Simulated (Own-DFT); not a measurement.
# Biaxial strain at fixed height in grey tin, 64 atoms (Sn64)

Everything here is calculated. The program is Own-DFT (plane waves, in-house, since retired, never reviewed by a person); positions were held fixed, and spin and spin-orbit coupling were off.

Common settings: PBE; PseudoDojo norm-conserving scalar-relativistic files; cutoff 42 hartree; 3 x 3 x 3 k mesh centred on Gamma; cold (Marzari-Vanderbilt) smearing of 0.2 eV.

Limits: forces on such cells moved up to 12 meV/angstrom on a denser k mesh; stress not checked against mesh or cutoff.

Unstrained cell vectors in Å: (12.978, 0.000, 0.000); (0.000, 12.978, 0.000); (0.000, 0.000, 12.978). The unstrained cell has measured lattice constants (interpolated for alloys), not those of this functional. That, the random moves and any unrelaxed bonds set the pressure at no strain. Each run strains x and y alike by e, as a substrate would, and holds the height along z. Each coordinate of each atom was shifted by a normal deviate of width 0.05 Å. Stress is positive in tension.

```
e (%)  u (Å)  (s_xx + s_yy)/2 (GPa)  s_zz (GPa)
-2.50  0.050                  -6.83       -6.09
-2.50  0.053                  -6.83       -6.12
-2.00  0.044                  -6.06       -5.47
-2.00  0.050                  -6.17       -5.57
-1.50  0.050                      ?           ?
-1.00  0.052                  -4.84       -4.53
-1.00  0.049                  -4.77       -4.45
-0.50  0.046                  -4.19       -3.94
-0.50  0.053                  -4.20       -4.12
 0.25  0.050                  -3.42       -3.40
 0.25  0.052                  -3.38       -3.42
 0.75  0.049                  -2.76       -3.03
 0.75  0.049                  -2.76       -3.00
```

## Fit

With e as a fraction, the in-plane stress is -3.6 + 114 e - 538 e² GPa (errors 3 and 129, scatter 0.05), and s_zz is -3.6 + 82 e - 705 e² GPa (slope ± 3, scatter 0.05). At e = 0 the first slope is C11 + C12 and the second 2 C12, both with the ions held to the strained lattice and at the cell's own pressure. The term in e² is negative: the layer stiffens under compression and softens under tension. A free layer would change its height as e changes, and the in-plane slope would drop by 2 C12²/C11 to the biaxial modulus. At fixed height, a misfit of 1 % moves the in-plane stress by about 1.1 GPa and s_zz by 0.8 GPa.

## Check

Question: what are the two stresses at e = -1.50 %?

The fitted form gives -5.5 and -5.0 GPa. DFT gave -5.55 and -5.06 GPa.
